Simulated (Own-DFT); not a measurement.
# Strain and stress in 4H SiC, 72 atoms (C36Si36)

These are calculations, not measurements. They come from Own-DFT, an in-house plane-wave density functional program, since retired, whose code no person has reviewed. Each row is one single-point run on a periodic cell that was not relaxed, without spin or spin-orbit coupling.

Settings of every run: PBE; PseudoDojo norm-conserving scalar-relativistic files; cutoff 42 hartree; 4 x 4 x 3 k mesh centred on Gamma; Fermi-Dirac smearing of 0.1 eV.

Known limits: forces on such cells passed a denser k mesh, each cell not checked; stress not checked against mesh or cutoff.

Unstrained cell vectors in Å: (9.248, 0.000, 0.000); (-4.624, 8.009, 0.000); (0.000, 0.000, 10.068). The unstrained cell has measured lattice constants (interpolated for alloys), not those of this functional. That, the random moves and any unrelaxed bonds set the pressure at no strain. Each run strains this cell uniformly, with the atoms carried along. Every atom was also moved at random, by a Gaussian of width 0.05 Å on each axis. Strain is the symmetric tensor, in per cent. Stress is positive in tension, and the pressure is minus a third of its trace.

```
run,e_xx (%),e_yy (%),e_zz (%),e_yz (%),e_xz (%),e_xy (%),s_xx (GPa),s_yy (GPa),s_zz (GPa),s_yz (GPa),s_xz (GPa),s_xy (GPa),P (GPa),E (meV/atom)
1,1.78,-1.73,-0.03,-1.63,0.94,-0.27,3.01,-12.18,-6.39,-6.46,3.34,-0.77,5.19,2.4
2,-0.64,-1.93,-1.13,-0.33,-0.12,1.65,-10.55,-18.54,-14.48,-0.16,-0.10,10.10,14.52,26.1
3,-1.46,0.02,-0.95,0.97,1.27,-0.90,-16.85,-7.78,-11.36,3.79,5.43,-6.22,12.00,47.3
4,1.26,1.50,-1.37,0.50,0.71,0.59,3.45,2.57,-13.08,0.98,3.34,2.21,2.35,0.0
5,1.08,-0.31,1.00,1.47,-1.67,-0.53,0.53,-5.32,0.42,4.54,-5.77,-3.24,1.46,2.7
6,-0.17,1.76,-1.54,-1.60,1.50,-0.82,-5.26,3.05,-15.89,-6.62,4.37,-4.91,6.03,31.3
7,-1.95,-0.03,-0.33,-1.99,-1.59,1.68,-16.12,-10.64,-8.37,-8.81,-5.48,8.56,11.71,47.2
8,1.86,-0.96,-0.30,0.44,1.69,0.39,5.13,-10.70,-9.44,2.08,5.29,2.19,5.00,42.7
9,-0.37,-0.43,-1.85,-1.45,0.88,1.08,-9.80,-7.40,-18.44,-5.39,3.43,5.89,11.88,21.2
10,1.20,1.91,0.63,1.36,1.01,1.59,0.37,7.09,-0.06,4.16,4.23,6.34,-2.47,9.9
11,-1.92,-1.09,-0.66,0.64,0.72,-0.11,-17.49,-16.49,-10.81,2.99,1.90,-2.34,14.93,36.2
12,-1.09,0.58,-1.33,-1.41,-1.66,-0.73,-11.39,-2.59,-14.82,-4.08,-5.70,-3.91,9.60,21.2
13,-0.57,0.93,-1.97,1.83,1.33,-1.42,-7.81,-1.48,-18.82,6.70,3.94,-6.03,9.37,29.5
14,0.85,-0.39,-1.70,0.05,1.01,-1.52,-1.49,-7.40,-16.11,-0.22,2.26,-6.58,8.33,20.2
15,0.32,-1.44,-1.17,-2.00,1.42,-0.82,-5.23,-15.39,-14.12,-6.31,5.37,-3.72,11.58,50.2
16,0.85,0.12,-0.95,-1.79,-1.79,1.59,-1.91,-4.54,-10.69,-6.61,-6.34,8.24,5.71,17.6
17,-0.89,1.95,1.40,0.71,1.38,1.23,?,?,?,?,?,?,?,?
```

E is the free energy for each atom above the lowest run shown.

## Worked fit

Each stress component was fitted by least squares to a constant and the strains of the runs shown, as fractions, with shears doubled. Shear strains stay in the fit of a normal stress only where such slopes are resolved. The slopes, in GPa:

| stress | at no strain | per e_xx | per e_yy | per e_zz | scatter |
|---|---|---|---|---|---|
| s_xx | -6.2 | 582 ± 26 | 60 ± 26 | -14 ± 39 | 1.21 |
| s_yy | -6.2 | 145 ± 29 | 578 ± 29 | 10 ± 43 | 1.34 |
| s_zz | -5.8 | 16 ± 17 | 55 ± 17 | 653 ± 25 | 0.78 |

Each shear stress against twice its own strain: yz 188 ± 9, xz 177 ± 9, xy 256 ± 11 GPa. These are stiffnesses along x, y and z of the frame in which the cell vectors are given, which need not be the crystal's axes. The atoms are held to the strained lattice; where symmetry lets them move under strain, relaxing them would lower some slopes. The table should be nearly symmetric about its diagonal, and what it lacks of that shows the noise. A ninth of its sum, 232 ± 5 GPa, estimates the bulk modulus near the mean pressure of these runs, 8.0 GPa, so it lies above the value at zero pressure.

## Withheld run

Question: what normal stresses and pressure should run 17 give?

The fit gives s_xx = -10.3, s_yy = 4.0, s_zz = 4.3 and P = 0.7 GPa. The calculation gave -7.40, 5.82, 0.88 and P = 0.23 GPa. This run lies off the fit, by chance or by something that the fit leaves out.
